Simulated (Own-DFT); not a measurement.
# Slab less bulk: wurtzite GaN, m plane (10-10)

Everything here is calculated. The program is Own-DFT (plane waves, in-house, since retired, never reviewed by a person); positions were held fixed, and spin and spin-orbit coupling were off.

Known weak points (not all hold for every row): k mesh not checked against a denser one; forces on such cells passed a denser k mesh, each cell not checked.

Both sets of runs: PBE; PseudoDojo norm-conserving scalar-relativistic files (stringent for Ga); cutoff 96 hartree; Gaussian smearing of 0.01 eV. The slab has 64 atoms in 16 layers, two equal faces of 33.07 Å² as cut, 15 Å of vacuum, a dipole correction along the normal and a 6 x 6 x 1 mesh. The bulk cell has 96 atoms, the same measured lattice constants and a 3 x 4 x 3 mesh. In the slab only the 16 atoms nearest the faces were moved at random; u is their rms move along one axis. Energies are counted from -3520.29 eV for each atom.

```
slab run   u (Å)  E (eV, cell)
       1  0.0379         8.324
       2  0.0494         8.808
       3  0.0526         8.378
       4  0.0862        10.267
       5  0.0915        10.748
       6  0.0932        12.041
       7  0.0957        10.548
       8  0.0961        10.468
       9  0.0978         9.974
      10  0.1014        11.231
      11  0.1055        10.395
      12  0.1094        12.892
```

```
bulk run,u (Å),E (meV/atom)
1,0.0191,1.16
2,0.0195,0.98
3,0.0197,1.42
4,0.0202,2.77
5,0.0203,2.75
6,0.0210,3.92
7,0.0483,61.73
8,0.0485,52.59
9,0.0496,60.45
10,0.0497,55.68
```

Q: what is the energy of the unrelaxed surface?

## Answer

Take each set to u = 0 with E = a + b u². Residuals are scaled by 1/(u² + 0.0006 Å²) to tame the large moves. Slab: a = 7.83 ± 0.17 eV. Bulk: a = -8.9 ± 0.6 meV/atom. The excess is 7.83 - 64 x (-0.0089) = 8.40 ± 0.17 eV. Over two faces that is 127 meV/Å², or 2.03 ± 0.04 J/m². Relaxing the faces would lower the energy, and the unlike meshes and the reach from the smallest u down to zero add errors that aren't counted here.
